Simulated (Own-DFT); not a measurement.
Simulation results for GaN (wurtzite, strained, atoms displaced), SiC (2H silicon carbide, atoms displaced)

A calculation, not a measurement: plane-wave PBE density functional theory by an unreviewed code, no spin, of a simulated periodic cell, stress positive in tension, free energy of the whole cell less one offset for each atom, forces on such cells passed a denser k mesh, this cell's mesh not checked; offsets are fitted by least squares, one for each functional and potential file, so energies compare only between cells with the same atoms and settings and are not formation energies; the far tail of each file's local potential was reset to the Coulomb form; each entry is a single point on an unrelaxed cell, so the pressure reflects the starting lattice, mostly measured values (interpolated for alloys), from which strain is counted, and rises with the displacements; printed positions are rounded, which can move forces by about a meV/angstrom; the program, named Own-DFT, is a retired in-house code; no spin-orbit coupling. Program: Own-DFT development build.

Settings shared by all entries: functional PBE.

(1) 
```cif
# cell vector a (Å): 12.7560 0.0000 0.0000
# cell vector b (Å): -4.7835 8.2853 0.0000
# cell vector c (Å): 0.0000 0.0000 10.6292
data_GaN
_symmetry_space_group_name_H-M 'P 1'
_symmetry_Int_Tables_number 1
_cell_length_a 12.7560
_cell_length_b 9.5670
_cell_length_c 10.6292
_cell_angle_alpha 90.000
_cell_angle_beta 90.000
_cell_angle_gamma 120.000
_cell_volume 1123.37
loop_
_atom_site_label
_atom_site_type_symbol
_atom_site_fract_x
_atom_site_fract_y
_atom_site_fract_z
_atom_site_occupancy
Ga1 Ga 0.08418 0.22317 0.00348 1
Ga2 Ga 0.16081 0.10936 0.24781 1
N1 N 0.08529 0.21903 0.18990 1
N2 N 0.15972 0.10294 0.44385 1
Ga3 Ga 0.08307 0.22086 0.50285 1
Ga4 Ga 0.16451 0.11975 0.75698 1
N3 N 0.08829 0.22406 0.68513 1
N4 N 0.16739 0.10575 0.94346 1
Ga5 Ga 0.08556 0.55384 0.99676 1
Ga6 Ga 0.17143 0.44884 0.24774 1
N5 N 0.08360 0.55570 0.17999 1
N6 N 0.16152 0.44672 0.44006 1
Ga7 Ga 0.07937 0.55778 0.50303 1
Ga8 Ga 0.16482 0.44871 0.74842 1
N7 N 0.07623 0.55273 0.69357 1
N8 N 0.17380 0.43956 0.93088 1
Ga9 Ga 0.08485 0.88218 0.99258 1
Ga10 Ga 0.16120 0.77876 0.25556 1
N9 N 0.08545 0.88959 0.19377 1
N10 N 0.15772 0.77036 0.44181 1
Ga11 Ga 0.08067 0.88745 0.50604 1
Ga12 Ga 0.16658 0.77207 0.74986 1
N11 N 0.08802 0.89190 0.68657 1
N12 N 0.16917 0.78392 0.93971 1
Ga13 Ga 0.33648 0.22834 0.00655 1
Ga14 Ga 0.41781 0.11583 0.24948 1
N13 N 0.32989 0.21434 0.18215 1
N14 N 0.41556 0.10818 0.43428 1
Ga15 Ga 0.33951 0.22364 0.49557 1
Ga16 Ga 0.41879 0.11053 0.74692 1
N15 N 0.33160 0.21922 0.68849 1
N16 N 0.40818 0.10375 0.93553 1
Ga17 Ga 0.33572 0.56206 0.99742 1
Ga18 Ga 0.42044 0.44309 0.25541 1
N17 N 0.33527 0.55846 0.19273 1
N18 N 0.42074 0.44706 0.44030 1
Ga19 Ga 0.33864 0.56715 0.49636 1
Ga20 Ga 0.41461 0.44141 0.75165 1
N19 N 0.32693 0.55318 0.69172 1
N20 N 0.42019 0.43885 0.93690 1
Ga21 Ga 0.33158 0.88122 0.99508 1
Ga22 Ga 0.41672 0.77082 0.25317 1
N21 N 0.32572 0.88615 0.19378 1
N22 N 0.41322 0.77069 0.42982 1
Ga23 Ga 0.33166 0.88587 0.50781 1
Ga24 Ga 0.41742 0.77701 0.74452 1
N23 N 0.32766 0.88434 0.69125 1
N24 N 0.41306 0.78039 0.93595 1
Ga25 Ga 0.58326 0.20959 0.99910 1
Ga26 Ga 0.66569 0.10975 0.24325 1
N25 N 0.57967 0.22271 0.18693 1
N26 N 0.66772 0.11874 0.44346 1
Ga27 Ga 0.58037 0.21999 0.51000 1
Ga28 Ga 0.66930 0.12261 0.74313 1
N27 N 0.58269 0.21454 0.68714 1
N28 N 0.66314 0.10233 0.93563 1
Ga29 Ga 0.58089 0.54791 0.00353 1
Ga30 Ga 0.66654 0.44233 0.25463 1
N29 N 0.59296 0.56353 0.18773 1
N30 N 0.66811 0.45175 0.44730 1
Ga31 Ga 0.57829 0.55485 0.50027 1
Ga32 Ga 0.66961 0.44666 0.74607 1
N31 N 0.58110 0.56463 0.68910 1
N32 N 0.65977 0.43571 0.93618 1
Ga33 Ga 0.58156 0.88644 0.00069 1
Ga34 Ga 0.66727 0.77868 0.25642 1
N33 N 0.58012 0.89939 0.18987 1
N34 N 0.66991 0.78604 0.43862 1
Ga35 Ga 0.58260 0.87976 0.49992 1
Ga36 Ga 0.67279 0.78960 0.75290 1
N35 N 0.57522 0.88285 0.69000 1
N36 N 0.67032 0.78202 0.94144 1
Ga37 Ga 0.83419 0.22249 0.99426 1
Ga38 Ga 0.91512 0.11536 0.25882 1
N37 N 0.83980 0.21748 0.18143 1
N38 N 0.91655 0.10865 0.44175 1
Ga39 Ga 0.83411 0.22830 0.49857 1
Ga40 Ga 0.91366 0.11392 0.75316 1
N39 N 0.83448 0.22849 0.68776 1
N40 N 0.91257 0.10604 0.93473 1
Ga41 Ga 0.82237 0.54178 0.99718 1
Ga42 Ga 0.91781 0.45231 0.24807 1
N41 N 0.82411 0.55326 0.18426 1
N42 N 0.92249 0.44537 0.43961 1
Ga43 Ga 0.83530 0.55648 0.49864 1
Ga44 Ga 0.90598 0.44357 0.74948 1
N43 N 0.83859 0.56003 0.68297 1
N44 N 0.91918 0.44132 0.93180 1
Ga45 Ga 0.83938 0.88783 0.00169 1
Ga46 Ga 0.91574 0.77653 0.24841 1
N45 N 0.83625 0.88487 0.19130 1
N46 N 0.91760 0.77922 0.44171 1
Ga47 Ga 0.83696 0.88529 0.49768 1
Ga48 Ga 0.92299 0.78638 0.75180 1
N47 N 0.83652 0.88595 0.68543 1
N48 N 0.91758 0.78155 0.93523 1
_calc_potential_files 'PseudoDojo norm-conserving, scalar-relativistic, standard set with the stringent files for Ga'
_calc_wave_cutoff 96  # hartree
_calc_occupations 'Gaussian'
_calc_smearing_width 0.01  # eV
_calc_k_mesh '3 x 4 x 3 centred on Gamma'
_calc_free_energy_of_cell_above_offsets '-6.453'  # eV
_calc_pressure 2  # GPa
_calc_stress_xx -4.97  # GPa
_calc_stress_yy -4.02  # GPa
_calc_stress_zz 3  # GPa
_calc_stress_yz 0.39  # GPa
_calc_stress_xz -0.15  # GPa
_calc_stress_xy 0.44  # GPa
```

Force:
```csv
element,x (eV/Å),y (eV/Å),z (eV/Å)
Ga,0.136,-0.661,-0.288
Ga,1.308,-0.469,1.178
N,-1.432,1.087,-0.388
N,1.051,1.34,-1.184
Ga,0.172,0.514,-0.289
Ga,1.504,-1.071,-0.191
N,-1.807,0.277,0.65
N,-0.66,0.848,-0.395
Ga,0.1,0.207,-0.216
Ga,-1.086,-0.606,0.813
N,-0.121,-0.039,0.738
N,1.208,-0.046,-0.395
Ga,1.259,-0.277,0.768
Ga,-0.162,-0.852,-0.232
N,0.18,-0.1,-0.602
N,-1.252,0.377,1.018
Ga,-1.034,0.836,1.625
Ga,1.17,-0.34,-0.141
N,-1.179,-0.512,-1.266
N,0.893,1.169,-0.058
Ga,0.413,0.113,-0.249
Ga,-1.213,0.425,0.515
N,-0.315,0.038,1.097
N,0.596,-2.081,-1.134
Ga,0.037,-1.405,-1.387
Ga,-0.169,-1.691,-0.215
N,-0.223,1.367,1.962
N,0.468,-0.009,0.79
Ga,-1.748,-0.779,1.058
Ga,-1.318,-0.22,1.195
N,0.415,0.373,-0.465
N,1.264,0.621,0.062
Ga,0.768,-0.797,0.35
Ga,-0.226,-0.089,-1.054
N,0.938,-0.924,-1.181
N,-1.162,-0.419,-0.71
Ga,-1.01,-2.707,1.209
Ga,-0.042,0.148,-0.239
N,1.171,0.518,-1.076
N,-1.141,1.103,0.271
Ga,-0.987,1.513,1.823
Ga,-1.486,1.755,-1.092
N,1.296,0.042,-0.617
N,0.236,1.96,1.634
Ga,-0.595,-0.199,-1.344
Ga,-1.072,-0.671,1.144
N,1.234,0.461,-0.71
N,1.635,-0.661,-0.425
Ga,-1.818,0.35,-0.056
Ga,0.195,1.633,1.364
N,0.918,0.292,-0.181
N,0.073,-0.988,-0.814
Ga,0.174,0.351,-1.999
Ga,1.192,-2.334,1.133
N,-1.32,1.621,0.306
N,0.537,0.903,-0.556
Ga,0.191,1.194,-0.388
Ga,-0.49,-0.199,0.443
N,-1.245,-0.954,0.468
N,-0.032,-1.007,-0.911
Ga,1.382,1.195,1.071
Ga,-1.019,0.517,0.088
N,0.883,-0.645,-0.137
N,0.578,-0.209,-0.563
Ga,0.177,-0.346,0.147
Ga,0.072,0.816,-1.034
N,1.155,-2.143,-0.601
N,0.452,-1.223,-0.135
Ga,-1.089,1.693,0.38
Ga,-0.239,-0.889,0.187
N,1.677,1.561,-0.901
N,-0.105,-0.74,-0.095
Ga,0.085,-0.597,0.511
Ga,1.367,-0.875,-0.551
N,-2.003,1.063,0.302
N,-0.553,0.386,-0.033
Ga,0.405,-0.918,0.23
Ga,1.072,-0.183,-0.868
N,0.035,-0.757,-0.396
N,0.71,0.645,0.412
Ga,0.963,1.191,0.014
Ga,0.463,-0.885,-0.258
N,1.614,0.016,0.141
N,-1.806,-0.045,-1.156
Ga,0.084,0.154,0.09
Ga,1.91,0.38,0.33
N,-1.482,0.219,0.418
N,-0.994,0.324,0.668
Ga,-1.227,0.193,0.646
Ga,0.684,0.089,0.55
N,-1.165,1.002,-0.245
N,0.321,-0.908,-1.068
Ga,-0.861,0.617,0.752
Ga,0.213,-0.498,-0.334
N,-0.832,0.921,0.074
N,0.684,-1.448,0.193
```

(2) 
```cif
# cell vector a (Å): 9.2481 0.0000 0.0000
# cell vector b (Å): -4.6241 8.0091 0.0000
# cell vector c (Å): 0.0000 0.0000 10.0681
data_SiC
_symmetry_space_group_name_H-M 'P 1'
_symmetry_Int_Tables_number 1
_cell_length_a 9.2481
_cell_length_b 9.2481
_cell_length_c 10.0681
_cell_angle_alpha 90.000
_cell_angle_beta 90.000
_cell_angle_gamma 120.000
_cell_volume 745.73
loop_
_atom_site_label
_atom_site_type_symbol
_atom_site_fract_x
_atom_site_fract_y
_atom_site_fract_z
_atom_site_occupancy
Si1 Si 0.00643 0.00116 0.98801 1
Si2 Si 0.11396 0.21652 0.23557 1
C1 C 0.00822 0.00548 0.19175 1
C2 C 0.11385 0.23360 0.44000 1
Si3 Si 0.00344 0.00723 0.49768 1
Si4 Si 0.10590 0.21097 0.75789 1
C3 C 0.00568 0.00923 0.68403 1
C4 C 0.11623 0.23355 0.93637 1
Si5 Si 0.99007 0.32379 0.99817 1
Si6 Si 0.10741 0.55341 0.24388 1
C5 C 0.99890 0.33833 0.18522 1
C6 C 0.10232 0.56104 0.44190 1
Si7 Si 0.00758 0.32743 0.50483 1
Si8 Si 0.11124 0.54833 0.74319 1
C7 C 0.99596 0.33373 0.68248 1
C8 C 0.11755 0.55692 0.94042 1
Si9 Si 0.00713 0.67536 0.00071 1
Si10 Si 0.11477 0.87312 0.24538 1
C9 C 0.00189 0.66820 0.18121 1
C10 C 0.11784 0.88739 0.42980 1
Si11 Si 0.99831 0.67508 0.49548 1
Si12 Si 0.11936 0.89651 0.74290 1
C11 C 0.99864 0.67728 0.69467 1
C12 C 0.10162 0.88399 0.93849 1
Si13 Si 0.33990 0.01385 0.01240 1
Si14 Si 0.44716 0.22624 0.24515 1
C13 C 0.33103 0.99739 0.18505 1
C14 C 0.45170 0.22365 0.43929 1
Si15 Si 0.32623 0.99067 0.49868 1
Si16 Si 0.43654 0.21133 0.75189 1
C15 C 0.32117 0.00529 0.69307 1
C16 C 0.44523 0.22393 0.93607 1
Si17 Si 0.32408 0.32893 0.99387 1
Si18 Si 0.44729 0.56443 0.25499 1
C17 C 0.33073 0.33442 0.19050 1
C18 C 0.44825 0.56035 0.44499 1
Si19 Si 0.33311 0.32830 0.50009 1
Si20 Si 0.45072 0.55399 0.75200 1
C19 C 0.33546 0.32821 0.69376 1
C20 C 0.44943 0.55883 0.94328 1
Si21 Si 0.33592 0.66635 0.00481 1
Si22 Si 0.42785 0.87725 0.25294 1
C21 C 0.32722 0.65824 0.18190 1
C22 C 0.43867 0.88444 0.43622 1
Si23 Si 0.34514 0.67251 0.49162 1
Si24 Si 0.43794 0.89107 0.74447 1
C23 C 0.32910 0.66273 0.68685 1
C24 C 0.44955 0.89446 0.94336 1
Si25 Si 0.67442 0.00877 0.00359 1
Si26 Si 0.77633 0.22387 0.25476 1
C25 C 0.65454 0.00267 0.18361 1
C26 C 0.78096 0.21950 0.44530 1
Si27 Si 0.66556 0.99934 0.49184 1
Si28 Si 0.77247 0.22286 0.75028 1
C27 C 0.66766 0.98719 0.68766 1
C28 C 0.77046 0.21374 0.93002 1
Si29 Si 0.67988 0.33655 0.99295 1
Si30 Si 0.78278 0.55979 0.24878 1
C29 C 0.67442 0.33402 0.17976 1
C30 C 0.79691 0.57486 0.44300 1
Si31 Si 0.66194 0.32824 0.50188 1
Si32 Si 0.76879 0.55819 0.75429 1
C31 C 0.67250 0.33885 0.68309 1
C32 C 0.76838 0.55596 0.92604 1
Si33 Si 0.66428 0.66468 0.00330 1
Si34 Si 0.78020 0.89487 0.25048 1
C33 C 0.66621 0.66698 0.20228 1
C34 C 0.76598 0.88170 0.43900 1
Si35 Si 0.67638 0.68079 0.48817 1
Si36 Si 0.77980 0.89669 0.75552 1
C35 C 0.67556 0.67547 0.67734 1
C36 C 0.77525 0.89340 0.94343 1
_calc_potential_files 'PseudoDojo norm-conserving, scalar-relativistic, standard set'
_calc_wave_cutoff 42  # hartree
_calc_occupations 'Fermi-Dirac'
_calc_smearing_width 0.1  # eV
_calc_hardware 'one NVIDIA H100'
_calc_k_mesh '4 x 4 x 3 centred on Gamma'
_calc_free_energy_of_cell_above_offsets '-3.808'  # eV
_calc_pressure 5.99  # GPa
_calc_stress_xx -5.16  # GPa
_calc_stress_yy -5.85  # GPa
_calc_stress_zz -6.96  # GPa
_calc_stress_yz -0.56  # GPa
_calc_stress_xz 0.17  # GPa
_calc_stress_xy -0.09  # GPa
_calc_wall_time 347.2  # s
```

Force:
```csv
element,x (eV/Å),y (eV/Å),z (eV/Å)
Si,-1.709,0.171,2.561
Si,-1.765,2.331,2.919
C,-0.214,-2.908,-1.589
C,2.481,-2.4,-2.047
Si,-0.152,-0.451,-0.618
Si,-0.205,3.433,-2.563
C,-0.269,-1.895,0.616
C,-1.155,-2.696,0.375
Si,0.041,2.469,0.02
Si,0.109,-0.116,1.75
C,0.359,-2.279,-0.089
C,2.687,-0.98,-1.528
Si,-3.345,2.613,-0.881
Si,-1.474,1.858,1.185
C,0.839,-1.412,2.453
C,-1.207,-0.855,-0.729
Si,-0.205,-2.237,-2.165
Si,-2.191,3.478,0.406
C,-0.281,-1.331,0.37
C,-1.795,0.961,0.638
Si,2.861,0.24,3.272
Si,-3.765,-2.686,2.487
C,0.95,-1.486,-1.419
C,2.173,2.205,-1.005
Si,0.493,-2.275,-4.076
Si,0.242,-0.248,0.589
C,0.108,0.528,2.667
C,-1.361,-1.069,-1.122
Si,0.454,1.799,0.408
Si,0.975,3.21,-0.034
C,4.468,-0.716,-3.017
C,0.093,0.188,0.958
Si,2.761,2.251,1.505
Si,-0.205,-1.933,-0.017
C,1.338,0.74,-1.138
C,0.919,-1.201,-1.682
Si,0.04,1.177,0.839
Si,-0.651,1.031,-0.807
C,-0.935,0.334,-0.583
C,-0.687,-0.78,-0.674
Si,-0.171,0.828,-2.567
Si,1.516,1.291,-1.735
C,0.014,0.99,2.634
C,0.533,1.419,0.026
Si,-2.955,-2.029,2.676
Si,1.316,-1.107,1.808
C,1.009,0.714,-0.551
C,-0.87,-0.113,-0.717
Si,-1.787,-2.074,-0.677
Si,0.696,-0.413,-0.213
C,1.553,-0.382,2.258
C,-0.592,0.588,-1.425
Si,-0.184,-0.325,2.027
Si,1.045,-0.765,-2.317
C,-3.358,2.655,-1.176
C,1.029,1.722,0.941
Si,-2.463,0.221,0.18
Si,0.094,-0.586,0.941
C,-1.185,0.759,1.14
C,-3.773,-3.758,-2.695
Si,1.91,2.108,-0.156
Si,1.559,0.853,-3.973
C,-1.376,-1.165,1.712
C,1.586,0.079,4.549
Si,0.268,0.594,0.553
Si,-0.291,0.3,-0.479
C,0.411,0.622,-2.487
C,1.537,4.874,-1.987
Si,0.265,-4.257,2.923
Si,1.412,-2.082,-0.809
C,-1.004,-0.358,1.721
C,1.437,-0.262,-0.359
```

(3) 
```cif
# cell vector a (Å): 9.2481 0.0000 0.0000
# cell vector b (Å): -4.6241 8.0091 0.0000
# cell vector c (Å): 0.0000 0.0000 10.0681
data_SiC
_symmetry_space_group_name_H-M 'P 1'
_symmetry_Int_Tables_number 1
_cell_length_a 9.2481
_cell_length_b 9.2481
_cell_length_c 10.0681
_cell_angle_alpha 90.000
_cell_angle_beta 90.000
_cell_angle_gamma 120.000
_cell_volume 745.73
loop_
_atom_site_label
_atom_site_type_symbol
_atom_site_fract_x
_atom_site_fract_y
_atom_site_fract_z
_atom_site_occupancy
Si1 Si 0.00553 0.99301 0.99531 1
Si2 Si 0.10556 0.21331 0.24179 1
C1 C 0.99890 0.99748 0.17729 1
C2 C 0.12084 0.21222 0.43712 1
Si3 Si 0.00423 0.99202 0.50147 1
Si4 Si 0.11481 0.23859 0.74820 1
C3 C 0.00168 0.00812 0.67460 1
C4 C 0.10714 0.22451 0.94044 1
Si5 Si 0.99923 0.32427 0.99927 1
Si6 Si 0.11332 0.55040 0.25288 1
C5 C 0.99425 0.33201 0.18110 1
C6 C 0.11499 0.56199 0.43272 1
Si7 Si 0.01030 0.34129 0.49975 1
Si8 Si 0.11667 0.54780 0.76445 1
C7 C 0.99433 0.32624 0.68744 1
C8 C 0.12202 0.55974 0.94311 1
Si9 Si 0.00661 0.67467 0.00171 1
Si10 Si 0.10134 0.87828 0.24386 1
C9 C 0.00838 0.66931 0.19638 1
C10 C 0.10754 0.88313 0.44008 1
Si11 Si 0.00270 0.66975 0.49752 1
Si12 Si 0.10203 0.87905 0.75257 1
C11 C 0.00493 0.66627 0.68705 1
C12 C 0.11668 0.90255 0.93524 1
Si13 Si 0.33707 0.00443 0.99575 1
Si14 Si 0.44670 0.21443 0.25125 1
C13 C 0.33314 0.99377 0.18105 1
C14 C 0.44646 0.23041 0.42478 1
Si15 Si 0.34440 0.01034 0.50067 1
Si16 Si 0.43762 0.22170 0.74773 1
C15 C 0.33613 0.99316 0.68914 1
C16 C 0.44185 0.21401 0.94532 1
Si17 Si 0.33131 0.33911 0.00313 1
Si18 Si 0.43879 0.56583 0.24795 1
C17 C 0.33180 0.33789 0.18043 1
C18 C 0.43520 0.54570 0.44094 1
Si19 Si 0.33984 0.33380 0.50765 1
Si20 Si 0.45176 0.56390 0.74696 1
C19 C 0.34249 0.33393 0.69647 1
C20 C 0.45847 0.55170 0.94614 1
Si21 Si 0.34812 0.68319 0.99737 1
Si22 Si 0.45421 0.89211 0.25101 1
C21 C 0.33002 0.67130 0.18566 1
C22 C 0.44528 0.88603 0.44907 1
Si23 Si 0.33128 0.67175 0.50529 1
Si24 Si 0.45458 0.90079 0.74955 1
C23 C 0.33174 0.66345 0.67819 1
C24 C 0.43778 0.88461 0.94574 1
Si25 Si 0.66509 0.01187 0.00107 1
Si26 Si 0.77384 0.21578 0.24140 1
C25 C 0.66327 0.98927 0.18951 1
C26 C 0.76987 0.22211 0.43034 1
Si27 Si 0.66080 0.00345 0.50435 1
Si28 Si 0.79097 0.23632 0.74733 1
C27 C 0.67620 0.02059 0.69690 1
C28 C 0.78672 0.21835 0.93492 1
Si29 Si 0.66656 0.33125 0.00237 1
Si30 Si 0.77668 0.55298 0.24422 1
C29 C 0.66849 0.32779 0.19733 1
C30 C 0.78610 0.56709 0.42452 1
Si31 Si 0.66794 0.32958 0.50457 1
Si32 Si 0.77319 0.55246 0.75277 1
C31 C 0.66908 0.34176 0.68152 1
C32 C 0.76705 0.56229 0.94290 1
Si33 Si 0.68031 0.66548 0.00676 1
Si34 Si 0.76914 0.88674 0.25563 1
C33 C 0.66556 0.66597 0.18972 1
C34 C 0.78409 0.88617 0.43328 1
Si35 Si 0.66830 0.67100 0.48877 1
Si36 Si 0.77518 0.88117 0.75587 1
C35 C 0.66529 0.66086 0.69187 1
C36 C 0.78190 0.89145 0.94279 1
_calc_potential_files 'PseudoDojo norm-conserving, scalar-relativistic, standard set'
_calc_wave_cutoff 42  # hartree
_calc_occupations 'Fermi-Dirac'
_calc_smearing_width 0.1  # eV
_calc_hardware 'one NVIDIA H100'
_calc_k_mesh '4 x 4 x 3 centred on Gamma'
_calc_free_energy_of_cell_above_offsets '-3.187'  # eV
_calc_pressure 6.2  # GPa
_calc_stress_xx -4.7  # GPa
_calc_stress_yy -5.58  # GPa
_calc_stress_zz -8.32  # GPa
_calc_stress_yz -0.01  # GPa
_calc_stress_xz 0.75  # GPa
_calc_stress_xy 1.22  # GPa
_calc_wall_time 343.4  # s
```

Force:
```csv
element,x (eV/Å),y (eV/Å),z (eV/Å)
Si,-3.463,2.502,0.568
Si,0.976,1.238,1.001
C,-0.329,-0.954,1.724
C,-1.971,1.206,-0.15
Si,-1.037,0.951,-2.049
Si,1.83,-3.367,0.713
C,0.31,-0.938,4.67
C,2.075,-0.728,-1.594
Si,-0.41,2.208,0.58
Si,-0.626,0.486,-1.413
C,0.772,-0.526,1.501
C,0.293,-0.883,1.673
Si,-0.314,-1.77,-1.305
Si,-1.186,1.582,-3.072
C,1.34,3.321,-0.788
C,-0.923,-0.515,0.476
Si,0.056,-0.71,0.289
Si,0.893,3.142,1.798
C,-1.029,-2.526,-2.739
C,1.831,1.404,-1.14
Si,-0.413,-0.916,0.106
Si,0.412,2.186,-1.852
C,-0.487,-1.593,1.059
C,2.072,-2.825,-0.401
Si,-0.416,-1.418,1.262
Si,-1.986,0.792,-2.829
C,-0.2,0.378,1.613
C,1.11,-0.909,4.5
Si,-1.522,-1.29,-0.445
Si,2.911,-1.514,1.883
C,-1.965,1.638,-0.141
C,-0.053,2.719,-2.034
Si,0.802,-1.271,-0.913
Si,1.604,-2.471,0.334
C,0.405,-0.487,2.417
C,-0.001,2.503,-0.603
Si,-0.732,-0.681,-1.558
Si,-0.189,-1.127,1.512
C,-2.783,1.334,-1.55
C,-2.269,2.224,-2.013
Si,0.811,-4.962,1.709
Si,-2.787,-1.12,0.716
C,0.589,0.362,0.392
C,-0.399,1.095,-2.228
Si,0.895,-1.694,-2.541
Si,0.163,-1.641,0.632
C,0.368,0.558,4.473
C,1.072,3.837,-2.929
Si,1.826,-3.179,-0.063
Si,0.796,0.265,1.828
C,-0.306,2.213,-1.018
C,2.055,-0.219,1.185
Si,2.524,0.412,0.08
Si,-2.551,-1.308,0.987
C,0.554,-2.952,-1.343
C,-2.362,2.203,-0.037
Si,-0.119,0.194,0.265
Si,0.35,0.395,0.692
C,-0.818,0.51,-2.753
C,-0.215,-1.646,2.847
Si,-0.824,2.025,-3.46
Si,0.793,1.226,-0.386
C,0.157,-1.388,2.433
C,6.791,-3.279,-1.856
Si,-5.669,3.017,0.994
Si,2.836,-0.388,-1.911
C,-0.097,0.046,0.373
C,-1.858,1.477,1.665
Si,0.199,-1.629,1.383
Si,0.17,1.994,-0.92
C,0.199,1.64,-1.902
C,-0.528,-0.457,-0.399
```
